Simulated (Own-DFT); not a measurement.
# Response to strain: rock-salt HfC, 64 atoms (C32Hf32)

Everything here is calculated. The program is Own-DFT (plane waves, in-house, since retired, never reviewed by a person); positions were held fixed, and spin and spin-orbit coupling were off.

Common settings: PBE; PseudoDojo norm-conserving scalar-relativistic files; cutoff 42 hartree; 4 x 4 x 4 k mesh centred on Gamma; cold (Marzari-Vanderbilt) smearing of 0.2 eV.

Limits: hafnium file: forces about 75 meV/angstrom off all-electron values; forces on such cells failed a check on a denser k mesh; stress not checked against mesh or cutoff.

Unstrained cell vectors in Å: (3.784, -5.351, 6.554); (-3.784, 5.351, 6.554); (-7.568, -5.351, 0.000). The unstrained cell was taken from the Materials Project. The random moves and any unrelaxed bonds add to the pressure at no strain. A uniform strain is put on this cell, atoms riding along. All atoms carry random offsets, Gaussian with a width of 0.05 Å per axis. Strains are tensor components in per cent; tension counts as positive stress, and P is minus the mean normal stress.

| run | e_xx (%) | e_yy (%) | e_zz (%) | e_yz (%) | e_xz (%) | e_xy (%) | s_xx (GPa) | s_yy (GPa) | s_zz (GPa) | s_yz (GPa) | s_xz (GPa) | s_xy (GPa) | P (GPa) | E (meV/atom) |
|---|---|---|---|---|---|---|---|---|---|---|---|---|---|---|
| 1 | -1.36 | -0.06 | 1.88 | -0.10 | -1.70 | 0.05 | -9.10 | -4.37 | 2.65 | -0.01 | -6.47 | -0.23 | 3.61 | 4.4 |
| 2 | -0.42 | -0.30 | 1.00 | 0.26 | 1.66 | -0.61 | -7.20 | -6.05 | -0.54 | 0.70 | 5.74 | -3.25 | 4.60 | 21.2 |
| 3 | -1.22 | -0.94 | 0.90 | 1.98 | -0.70 | 0.28 | -11.36 | -10.56 | -4.25 | 8.63 | -3.56 | 0.89 | 8.72 | 21.0 |
| 4 | -0.85 | -0.93 | 0.95 | -1.92 | 0.73 | -1.33 | -11.16 | -10.77 | -2.99 | -7.45 | 2.85 | -5.99 | 8.30 | 42.1 |
| 5 | -0.18 | -1.93 | -1.68 | 1.96 | -1.21 | -0.61 | -11.63 | -18.66 | -18.10 | 10.02 | -6.23 | -1.70 | 16.13 | 57.9 |
| 6 | -1.27 | -1.84 | 1.71 | -1.60 | 0.29 | -0.11 | -12.05 | -13.69 | -0.95 | -6.77 | 1.63 | -1.04 | 8.90 | 24.8 |
| 7 | -1.90 | -1.67 | 1.67 | 0.88 | -0.35 | -1.92 | -17.94 | -14.93 | -1.22 | 3.77 | -1.53 | -9.80 | 11.36 | 54.8 |
| 8 | -1.63 | 0.00 | -1.07 | 0.68 | 1.84 | -1.55 | -16.60 | -9.41 | -11.87 | 1.72 | 6.76 | -7.14 | 12.63 | 42.7 |
| 9 | -1.28 | 0.14 | -0.41 | -0.79 | -0.71 | 1.70 | -11.09 | -6.80 | -9.13 | -3.20 | -2.12 | 6.59 | 9.01 | 23.5 |
| 10 | -0.61 | -1.96 | 0.77 | -0.47 | -0.74 | 1.34 | -9.31 | -14.11 | -4.86 | -1.69 | -2.78 | 4.97 | 9.43 | 21.0 |
| 11 | 0.93 | 0.89 | 0.31 | 1.16 | 0.15 | -1.26 | 0.50 | 0.64 | -0.64 | 4.13 | 0.10 | -4.81 | -0.17 | 0.0 |
| 12 | 0.93 | -1.43 | -0.33 | 1.20 | 1.47 | 0.44 | -2.43 | -11.22 | -7.78 | 4.78 | 4.82 | 2.38 | 7.14 | 23.9 |
| 13 | -1.27 | -1.47 | 0.99 | 1.16 | -1.33 | 0.62 | -12.23 | -13.11 | -4.88 | 6.19 | -6.20 | 2.37 | 10.07 | 32.9 |
| 14 | -0.27 | -0.55 | -1.34 | 1.59 | -0.61 | -1.61 | -10.46 | -10.86 | -12.86 | 7.23 | -3.35 | -6.56 | 11.39 | 44.6 |
| 15 | 0.70 | 1.27 | 1.85 | 0.00 | -0.08 | -0.79 | 1.76 | 4.03 | 6.19 | 0.02 | -0.21 | -3.17 | -3.99 | 5.1 |
| 16 | -0.28 | -0.95 | -0.62 | 1.57 | -0.03 | 1.59 | -8.22 | -11.69 | -10.96 | 7.06 | -0.91 | 6.69 | 10.29 | 28.4 |
| 17 | -0.55 | 1.58 | -1.04 | 0.38 | -1.61 | 1.41 | ? | ? | ? | ? | ? | ? | ? | ? |

E is the free energy for each atom above the lowest run shown.

## Fit

Least squares on the runs shown: each stress against a constant and the strains, taken as fractions with shears doubled. Shear strains stay in the fit of a normal stress only where such slopes are resolved. The slopes, in GPa:

| stress | at no strain | per e_xx | per e_yy | per e_zz | scatter |
|---|---|---|---|---|---|
| s_xx | -5.3 | 526 ± 14 | 150 ± 13 | 135 ± 10 | 0.45 |
| s_yy | -5.5 | 142 ± 15 | 504 ± 13 | 152 ± 10 | 0.46 |
| s_zz | -5.3 | 114 ± 21 | 166 ± 19 | 509 ± 15 | 0.66 |

Also, s_xx gains 43 ± 5 per 2 e_xy; s_yy gains 15 ± 5 per 2 e_xy.

The slope of each shear stress on twice its own strain, from a fit on all six strains: yz 207 ± 7, xz 193 ± 5, xy 210 ± 4 GPa. These are stiffnesses along x, y and z of the frame in which the cell vectors are given, which need not be the crystal's axes. No internal relaxation is included, and where it is allowed it would reduce some of the slopes. The table should be nearly symmetric about its diagonal, and what it lacks of that shows the noise. A ninth of the table's sum, 266 ± 7 GPa, estimates the bulk modulus near the mean pressure of these runs, 8.0 GPa, so it lies above the value at zero pressure.

## Withheld run

Q: what normal stresses and pressure should run 17 give?

Estimate: s_xx = -6.0, s_yy = 0.6, s_zz = -8.6 and P = 4.7 GPa. Computed: -6.98, -0.44, -10.25 and P = 5.89 GPa.
